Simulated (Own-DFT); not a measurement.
# Stretching a layer in its plane: grey tin, 32 atoms (Sn32)

The numbers are computed, not measured, by runs of the plane-wave DFT program Own-DFT (in-house, retired, unreviewed) at fixed positions, with no spin and no spin-orbit coupling.

All runs used: PBE; PseudoDojo norm-conserving scalar-relativistic files; cutoff 42 hartree; 3 x 3 x 5 k mesh centred on Gamma; cold (Marzari-Vanderbilt) smearing of 0.2 eV.

Caveats: forces on such cells failed a check on a denser k mesh; stress not checked against mesh or cutoff.

Unstrained cell vectors in Å: (12.978, 0.000, 0.000); (0.000, 12.978, 0.000); (0.000, 0.000, 6.489). The unstrained cell has measured lattice constants (interpolated for alloys), not those of this functional. That, the random moves and any unrelaxed bonds set the pressure at no strain. Each run strains x and y alike by e, as a substrate would, and holds the height along z. Each atom got a random Gaussian move of width 0.05 Å along each axis. Stress is positive in tension.

| e (%) | u (Å) | (s_xx + s_yy)/2 (GPa) | s_zz (GPa) |
|---|---|---|---|
| -3.00 | 0.048 | -7.55 | -6.53 |
| -3.00 | 0.047 | -7.56 | -6.60 |
| -2.25 | 0.047 | -6.56 | -5.77 |
| -2.25 | 0.041 | -6.32 | -5.64 |
| -1.75 | 0.050 | -5.81 | -5.33 |
| -1.75 | 0.047 | -5.71 | -5.11 |
| -0.75 | 0.050 | -4.48 | -4.33 |
| -0.75 | 0.048 | -4.43 | -4.24 |
| -0.25 | 0.046 | -3.84 | -3.81 |
| -0.25 | 0.048 | -3.92 | -3.80 |
| 0.50 | 0.047 | ? | ? |
| 1.50 | 0.048 | -2.08 | -2.39 |
| 1.50 | 0.050 | -2.01 | -2.36 |
| 2.00 | 0.054 | -1.51 | -1.97 |
| 2.00 | 0.054 | -1.60 | -2.19 |

## Fit

With e as a fraction, the in-plane stress is -3.6 + 113 e - 629 e² GPa (errors 1 and 73, scatter 0.07), and s_zz is -3.6 + 85 e - 444 e² GPa (slope ± 1, scatter 0.08). At e = 0 the first slope is C11 + C12 and the second 2 C12, both with the ions held to the strained lattice and at the cell's own pressure. The term in e² is negative: the layer stiffens under compression and softens under tension. A free layer would change its height as e changes, and the in-plane slope would drop by 2 C12²/C11 to the biaxial modulus. At fixed height, a misfit of 1 % moves the in-plane stress by about 1.1 GPa and s_zz by 0.9 GPa.

## Withheld run

The question: what are the two stresses at e = 0.50 %?

The fitted form gives -3.0 and -3.2 GPa. The hidden result is -3.00 and -3.16 GPa.
